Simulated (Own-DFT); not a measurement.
Simulation results for In31GaP32 (zincblende with substituted atoms, atoms displaced)

Computed with Own-DFT development build. A calculation, not a measurement: plane-wave PBE density functional theory by an unreviewed code, no spin, of a simulated periodic cell, stress positive in tension, free energy of the whole cell less one offset for each atom, not probed for a lower state with spin; forces on such cells moved up to 12 meV/angstrom on a denser k mesh; offsets are fitted by least squares, one for each functional and potential file, so energies compare only between cells with the same atoms and settings and are not formation energies; the far tail of each file's local potential was reset to the Coulomb form; each entry is a single point on an unrelaxed cell, so the pressure reflects the starting lattice, mostly measured values (interpolated for alloys), from which strain is counted, and rises with the displacements; printed positions are rounded, which can move forces by about a meV/angstrom; the program, named Own-DFT, is a retired in-house code; no spin-orbit coupling; before rounding, a Quantum ESPRESSO 7.3.1 run of the same cell and cutoff gave forces within 1 meV/angstrom rms on each cell, which checks the program and not the settings.

Entry: In31GaP32 (zincblende with substituted atoms, atoms displaced)

```cif
# cell vector a (Å): 11.7374 0.0000 0.0000
# cell vector b (Å): 0.0000 11.7374 0.0000
# cell vector c (Å): 0.0000 0.0000 11.7374
data_In31GaP32
_symmetry_space_group_name_H-M 'P 1'
_symmetry_Int_Tables_number 1
_cell_length_a 11.7374
_cell_length_b 11.7374
_cell_length_c 11.7374
_cell_angle_alpha 90.000
_cell_angle_beta 90.000
_cell_angle_gamma 90.000
_cell_volume 1617.02
loop_
_atom_site_label
_atom_site_type_symbol
_atom_site_fract_x
_atom_site_fract_y
_atom_site_fract_z
_atom_site_occupancy
In1 In 0.00187 0.00037 0.00157 1
In2 In 0.99766 0.25606 0.25113 1
In3 In 0.25355 0.99740 0.25489 1
In4 In 0.24850 0.24597 0.00204 1
P1 P 0.12716 0.12218 0.12334 1
P2 P 0.12287 0.37560 0.37547 1
P3 P 0.37549 0.12597 0.37933 1
P4 P 0.37442 0.36903 0.12390 1
In5 In 0.00003 0.00216 0.49738 1
In6 In 0.99963 0.24645 0.74983 1
In7 In 0.25096 0.99796 0.75388 1
Ga1 Ga 0.25075 0.24951 0.49963 1
P5 P 0.12706 0.12529 0.61998 1
P6 P 0.12407 0.37599 0.87617 1
P7 P 0.37605 0.12268 0.87561 1
P8 P 0.37453 0.37228 0.62786 1
In8 In 0.99868 0.50193 0.00187 1
In9 In 0.99963 0.75131 0.25229 1
In10 In 0.25241 0.50014 0.25459 1
In11 In 0.25153 0.74636 0.00215 1
P9 P 0.12400 0.62032 0.12995 1
P10 P 0.12772 0.87652 0.37173 1
P11 P 0.37747 0.62213 0.37887 1
P12 P 0.37538 0.88163 0.12648 1
In12 In 0.00025 0.49619 0.49738 1
In13 In 0.00064 0.75078 0.74946 1
In14 In 0.24497 0.50347 0.75464 1
In15 In 0.25074 0.75322 0.49838 1
P13 P 0.12544 0.62564 0.62194 1
P14 P 0.12314 0.87800 0.87294 1
P15 P 0.37640 0.62462 0.87312 1
P16 P 0.37358 0.87261 0.62659 1
In16 In 0.49723 0.99823 0.99882 1
In17 In 0.50059 0.24781 0.25250 1
In18 In 0.75096 0.99593 0.24621 1
In19 In 0.75140 0.24895 0.99945 1
P17 P 0.62678 0.12219 0.12823 1
P18 P 0.62447 0.37487 0.37260 1
P19 P 0.87361 0.12429 0.37196 1
P20 P 0.87609 0.37442 0.12603 1
In20 In 0.50089 0.00125 0.49828 1
In21 In 0.50091 0.25215 0.75586 1
In22 In 0.75436 0.00288 0.75028 1
In23 In 0.75209 0.25082 0.50531 1
P21 P 0.62867 0.11918 0.62693 1
P22 P 0.62332 0.37507 0.87409 1
P23 P 0.87619 0.12633 0.87516 1
P24 P 0.87785 0.37755 0.62755 1
In24 In 0.49997 0.50323 0.99661 1
In25 In 0.49234 0.75074 0.25119 1
In26 In 0.74550 0.50005 0.25351 1
In27 In 0.75029 0.75037 0.99970 1
P25 P 0.62291 0.62373 0.12950 1
P26 P 0.61780 0.87411 0.37790 1
P27 P 0.87478 0.62322 0.37108 1
P28 P 0.87520 0.87217 0.12793 1
In28 In 0.49852 0.50159 0.50469 1
In29 In 0.51022 0.75384 0.75361 1
In30 In 0.75586 0.49805 0.74916 1
In31 In 0.75017 0.74894 0.49850 1
P29 P 0.62524 0.62670 0.62096 1
P30 P 0.62608 0.87588 0.87226 1
P31 P 0.88112 0.62801 0.87154 1
P32 P 0.87328 0.87667 0.62949 1
```

Here we set functional PBE, potential files PseudoDojo norm-conserving, scalar-relativistic, standard set, wave cutoff 42 hartree, occupations Fermi-Dirac, smearing width 0.1 eV and k mesh 3 x 3 x 3 centred on Gamma.

The calculation gives: free energy of cell above offsets -34.709 eV; pressure 2.89 GPa; stress xx -2.89 GPa; stress yy -2.89 GPa; stress zz -2.88 GPa; stress yz -0.04 GPa; stress xz -0.19 GPa; stress xy -0.27 GPa.

Force:
| element | x (eV/Å) | y (eV/Å) | z (eV/Å) |
| --- | --- | --- | --- |
| In | -0.283 | -0.134 | 0.021 |
| In | 0.375 | -0.858 | -0.166 |
| In | -0.172 | 0.769 | -0.309 |
| In | 0.059 | 0.235 | -0.381 |
| P | -0.277 | 0.156 | 0.854 |
| P | 1.116 | -0.804 | 0.525 |
| P | -0.718 | 0.656 | 0.332 |
| P | 0.197 | 0.598 | 0.137 |
| In | -0.132 | -0.223 | 0.09 |
| In | 0.472 | 0.286 | -0.162 |
| In | 0.007 | 0.271 | -0.615 |
| Ga | -0.046 | 0.131 | 0.126 |
| P | 0.631 | 0.48 | -0.046 |
| P | -0.125 | -0.338 | 0.141 |
| P | -0.14 | 0.29 | -0.025 |
| P | -0.782 | -0.236 | -0.512 |
| In | 0.059 | -0.201 | -0.104 |
| In | 0.249 | -0.237 | -0.115 |
| In | 0.141 | -0.386 | -0.287 |
| In | -0.269 | 0.32 | 0.025 |
| P | 0.199 | 0.486 | -0.161 |
| P | -0.445 | -0.229 | 0.455 |
| P | -0.408 | 0.321 | -0.15 |
| P | -0.216 | -0.847 | -0.211 |
| In | -0.086 | 0.566 | 0.263 |
| In | 0.356 | 0.182 | -0.424 |
| In | 0.25 | -0.303 | -0.527 |
| In | -0.009 | -0.294 | 0.088 |
| P | -0.165 | 0.029 | -0.014 |
| P | 0.171 | -0.578 | 0.51 |
| P | 0.09 | 0.466 | -0.07 |
| P | 0.48 | 0.23 | 0.086 |
| In | 0.63 | 0.26 | 0.07 |
| In | -0.067 | 0.031 | -0.235 |
| In | -0.347 | -0.029 | 0.683 |
| In | -0.276 | 0.115 | 0.232 |
| P | -0.246 | 0.118 | -0.553 |
| P | -0.113 | -0.152 | 0.877 |
| P | -0.054 | 0.156 | 0.142 |
| P | -0.554 | 0.433 | -0.204 |
| In | -0.292 | -0.1 | 0.711 |
| In | -0.05 | -0.636 | -0.696 |
| In | -0.168 | -0.155 | 0.266 |
| In | -0.19 | -0.085 | -0.374 |
| P | -0.508 | 0.782 | -0.005 |
| P | 0.669 | 0.325 | 0.288 |
| P | 0.052 | -0.226 | 0.255 |
| P | 0.107 | -0.468 | -0.279 |
| In | -0.094 | -0.412 | 0.568 |
| In | 0.384 | -0.052 | -0.08 |
| In | 0.357 | -0.176 | -0.451 |
| In | -0.093 | -0.303 | 0.047 |
| P | -0.05 | 0.386 | -0.468 |
| P | 0.752 | -0.128 | -0.557 |
| P | 0.064 | 0.121 | 0.487 |
| P | 0.199 | 0.094 | -0.559 |
| In | 0.178 | -0.646 | -0.114 |
| In | -0.951 | -0.569 | -0.731 |
| In | -0.631 | 0.506 | 0.165 |
| In | 0.163 | 0.307 | -0.075 |
| P | 0.328 | -0.293 | 0.708 |
| P | 0.538 | 0.527 | 0.77 |
| P | -0.673 | -0.297 | 0.519 |
| P | 0.355 | -0.236 | -0.78 |
